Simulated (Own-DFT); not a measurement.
# Bulk modulus against bond length in tetrahedral crystals

No measurement is shown. These are fixed-geometry runs of a retired plane-wave code named Own-DFT, which no person has reviewed; spin and spin-orbit coupling are neglected.

Known weak points (not all hold for every row): forces on such cells moved up to 12 meV/angstrom on a denser k mesh; forces not confirmed at this smearing and k mesh; k mesh not checked against a denser one; forces on such cells passed a denser k mesh, each cell not checked; stress not checked against mesh or cutoff.

All runs are PBE with PseudoDojo norm-conserving files; cutoff and k mesh are each material's own. Every cell starts from measured lattice constants and was given uniform random strains and small random moves of its atoms. Each triple is the change of volume in per cent, the rms move u in Å and the pressure in GPa.

- 4H SiC (C36Si36), 10.36 Å³/atom unstrained: (-1.27, 0.051, 8.56); (0.40, 0.053, 4.29); (1.13, 0.048, 2.46); (2.00, 0.050, 0.83); (2.60, 0.050, -0.29); (2.75, 0.053, -0.13); (3.34, 0.053, -1.57)
- wurtzite AlN (Al36N36), 10.45 Å³/atom unstrained: (-3.85, 0.051, 15.27); (-2.94, 0.049, 12.48); (-1.36, 0.051, 8.90); (0.12, 0.051, 5.44); (1.49, 0.046, 2.45); (1.55, 0.050, 2.30); (3.73, 0.052, -1.52)
- wurtzite GaN (Ga48N48), 11.42 Å³/atom unstrained: (-1.46, 0.048, 10.65); (-0.69, 0.050, 8.84); (-0.51, 0.050, 8.89); (-0.05, 0.052, 7.82); (1.27, 0.053, 5.13); (1.82, 0.048, 4.29); (2.53, 0.047, 2.58)
- diamond silicon (Si64), 20.02 Å³/atom unstrained: (-1.74, 0.048, 4.50); (-0.97, 0.050, 3.89); (-0.42, 0.050, 3.33); (-0.41, 0.052, 2.99); (-0.39, 0.053, 3.03); (1.58, 0.053, 1.24); (1.61, 0.049, 1.20)
- zincblende InP (In48P48), 25.27 Å³/atom unstrained: withheld
- grey tin (Sn64), 34.15 Å³/atom unstrained: (-3.14, 0.046, 5.57); (-1.76, 0.045, 4.70); (-1.08, 0.054, 4.44); (-0.69, 0.052, 4.05); (-0.18, 0.051, 3.73); (-0.11, 0.051, 3.87); (1.29, 0.046, 3.09)

## Worked fit

Fit a line to each set against the fractional change of volume; B is minus its slope, and u is nearly the same within a set. To take it to zero pressure, assume that B rises by 4 GPa for each GPa: B0 = B - 4 x (mean pressure). The bond length of an ideal tetrahedral crystal with the unstrained volume v is d = (√3/4)(8 v)^(1/3). Cohen's empirical rule reads B0 = (1971 - 220 L) d^(-3.5) GPa, with L = 0 for group IV crystals and SiC and 1 for III-V compounds.

```
                material  L  d (Å)   B (GPa)  mean P (GPa)  B0 (GPa)  rule (GPa)
        4H SiC (C36Si36)  0  1.888  216 ± 10           2.0  208 ± 10         213
  wurtzite AlN (Al36N36)  1  1.893   223 ± 8           6.5   197 ± 8         188
  wurtzite GaN (Ga48N48)  1  1.950   198 ± 5           6.9   171 ± 5         169
  diamond silicon (Si64)  0  2.352    99 ± 5           2.9    88 ± 5          99
zincblende InP (In48P48)  1  2.541         ?             ?         ?          67
         grey tin (Sn64)  0  2.810    56 ± 3           4.2    39 ± 3          53
```

A line through ln[B0/(1971 - 220 L)] against ln d has a slope of -4.3 ± 0.1 and a scatter of 4 %. Against the rule, B0 stands at 97 % for 4H SiC, 105 % for wurtzite AlN, 101 % for wurtzite GaN, 89 % for diamond silicon, 74 % for grey tin. PBE tends to make silicon and heavier crystals too soft, and the rule itself is only a guide.

## Test on the hidden row

Q: what B0 does the fitted trend give for zincblende InP (In48P48)?

The straight line predicts 55 GPa. Its own runs give B = 79 ± 2 GPa at a mean pressure of 4.6 GPa, so B0 = 61 GPa.
